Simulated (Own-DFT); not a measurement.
Simulation results for SiC (4H silicon carbide, strained, atoms displaced)

All values are calculated (Own-DFT development build). A calculation, not a measurement: plane-wave PBE density functional theory by an unreviewed code, no spin, of a simulated periodic cell, stress positive in tension, free energy of the whole cell less one offset for each atom, forces on such cells passed a denser k mesh, this cell's mesh not checked; offsets are fitted by least squares, one for each functional and potential file, so energies compare only between cells with the same atoms and settings and are not formation energies; the far tail of each file's local potential was reset to the Coulomb form; each entry is a single point on an unrelaxed cell, so the pressure reflects the starting lattice, mostly measured values (interpolated for alloys), from which strain is counted, and rises with the displacements; printed positions are rounded, which can move forces by about a meV/angstrom; the program, named Own-DFT, is a retired in-house code; no spin-orbit coupling.

### SiC (4H silicon carbide, strained, atoms displaced)

```
SiC
1.0
      9.1188     0.1182    -0.1253
     -4.4570     7.8985     0.1709
     -0.1364     0.1361     9.9827
Si C Si C Si C Si C Si C Si C Si C Si C Si C Si C Si C Si C Si C Si C Si C Si C Si C Si C
2 2 2 2 2 2 2 2 2 2 2 2 2 2 2 2 2 2 2 2 2 2 2 2 2 2 2 2 2 2 2 2 2 2 2 2
Direct
  0.99244 0.99671 0.40664
  0.10566 0.22153 0.14862
  0.99005 0.99547 0.09668
  0.10093 0.21585 0.34724
  0.00416 0.33298 0.40146
  0.11084 0.55411 0.15502
  0.99873 0.32064 0.09112
  0.10210 0.55508 0.34163
  0.00186 0.67088 0.41051
  0.11780 0.89445 0.14756
  0.99489 0.67488 0.09803
  0.10697 0.88633 0.34086
  0.32825 0.98798 0.40563
  0.44431 0.20865 0.14244
  0.31844 0.99456 0.09302
  0.44799 0.22401 0.34607
  0.34310 0.35042 0.40534
  0.44237 0.56777 0.15514
  0.34044 0.34051 0.09312
  0.44478 0.56020 0.34106
  0.33431 0.66286 0.40926
  0.44796 0.89056 0.15617
  0.33333 0.66688 0.09542
  0.44030 0.89135 0.33993
  0.66620 0.00692 0.41382
  0.78202 0.22301 0.15571
  0.68113 0.00773 0.09366
  0.78890 0.21883 0.34548
  0.66175 0.33188 0.40273
  0.77056 0.55573 0.16420
  0.67087 0.33027 0.09872
  0.77727 0.55210 0.33904
  0.66325 0.67021 0.40035
  0.77343 0.88104 0.15374
  0.67167 0.66074 0.10267
  0.78197 0.88930 0.35169
  0.99895 0.99080 0.90147
  0.88850 0.77681 0.64667
  0.00085 0.00491 0.58631
  0.89693 0.78532 0.84739
  0.99492 0.67483 0.90784
  0.88648 0.44305 0.66104
  0.00499 0.66990 0.59014
  0.88782 0.44839 0.83225
  0.99600 0.33416 0.89895
  0.88990 0.10007 0.65924
  0.00215 0.33974 0.58870
  0.88790 0.10970 0.84686
  0.67101 0.00844 0.90742
  0.55334 0.77898 0.65345
  0.67984 0.00025 0.58732
  0.55205 0.77346 0.83791
  0.66792 0.65703 0.90306
  0.55035 0.43615 0.65346
  0.66360 0.65780 0.59085
  0.55499 0.44484 0.84799
  0.66099 0.32517 0.89627
  0.55353 0.10886 0.65471
  0.67243 0.35057 0.58932
  0.55761 0.10904 0.83492
  0.33751 0.99262 0.91698
  0.22388 0.78387 0.66132
  0.33134 0.99976 0.59461
  0.22868 0.77700 0.84405
  0.32633 0.66112 0.90576
  0.23262 0.44955 0.64924
  0.34395 0.66682 0.59683
  0.22073 0.43837 0.84726
  0.33100 0.33757 0.90809
  0.22524 0.11825 0.65720
  0.32750 0.32694 0.58942
  0.22246 0.10498 0.84968
```

It was run with functional PBE, potential files PseudoDojo norm-conserving, scalar-relativistic, standard set, wave cutoff 42 hartree, occupations Fermi-Dirac, smearing width 0.1 eV, hardware one NVIDIA H100 and k mesh 4 x 4 x 3 centred on Gamma.

Results for SiC (4H silicon carbide, strained, atoms displaced): free energy of cell above offsets -3.061 eV; pressure 12.98 GPa; stress xx -15.08 GPa; stress yy -10.97 GPa; stress zz -12.88 GPa; stress yz 5.01 GPa; stress xz -5.66 GPa; stress xy 6.86 GPa; wall time 348.5 s.

Force:
```
element  x (eV/Å)  y (eV/Å)  z (eV/Å)
     Si     1.989     0.828    -1.123
     Si     3.679    -1.681     2.505
      C     1.497     0.649    -1.572
      C     2.565      1.53    -1.763
     Si    -0.906     0.429     1.332
     Si    -1.061    -0.221     0.048
      C    -3.353     3.915    -1.642
      C     2.184      0.36     0.363
     Si    -0.559    -0.962    -2.062
     Si    -4.117    -2.023     3.229
      C     1.315    -1.775    -1.422
      C      0.46     0.816     0.086
     Si    -1.923     2.478     0.115
     Si    -1.043     3.277     3.219
      C     4.584     0.849    -0.342
      C    -1.147    -1.333    -1.154
     Si    -0.364    -4.518    -1.151
     Si     3.612    -3.018     0.309
      C    -0.734    -0.772     0.363
      C    -0.125     0.977     -0.07
     Si    -1.787     0.817    -0.782
     Si     0.193     0.065    -0.169
      C    -2.116     1.659    -1.334
      C     2.076    -0.885      1.02
     Si      1.09    -1.112    -3.408
     Si     1.022    -0.272     1.293
      C    -2.962    -1.334    -0.379
      C    -2.715     0.649    -0.547
     Si     1.951     0.224    -0.002
     Si      3.67    -1.779    -1.178
      C    -1.057     0.209    -2.396
      C    -0.489     0.837     2.874
     Si     1.747    -0.884     1.048
     Si     1.274      0.55     1.773
      C    -4.538     1.668    -2.993
      C    -2.549    -0.427    -1.988
     Si    -0.635     2.943     2.324
     Si    -0.063     0.154     1.004
      C     1.374    -1.119     2.138
      C    -2.713    -1.899    -3.005
     Si     3.241    -2.119      0.63
     Si     0.878     0.752    -4.441
      C    -0.012    -0.161     1.784
      C    -0.694     0.303     4.408
     Si     0.988    -0.458     0.785
     Si    -0.745     2.979    -0.542
      C     0.652    -0.819     1.321
      C     0.208     0.068    -1.064
     Si     1.184     -2.41    -0.542
     Si      2.53      0.14     0.212
      C    -2.753    -0.227     3.093
      C     0.205     0.698     1.996
     Si     -0.82     2.236     1.026
     Si    -0.779     1.449     0.782
      C    -0.717     1.095     0.138
      C    -0.466    -1.294    -1.602
     Si     1.058     1.193     1.832
     Si     0.802     0.818    -1.954
      C     0.974    -3.323     0.374
      C    -1.275     0.043     2.241
     Si    -0.671      0.44    -3.669
     Si     0.524    -1.213    -1.153
      C     0.518     0.339    -0.255
      C    -2.522     0.408     0.913
     Si     2.344    -0.416    -0.004
     Si    -2.163    -1.545     1.679
      C     -2.53     0.749    -1.168
      C    -1.985     1.475    -1.815
     Si     1.931    -1.743     0.624
     Si    -0.228    -2.411     0.231
      C     0.986     2.006       0.4
      C     0.014     1.079    -0.821
```
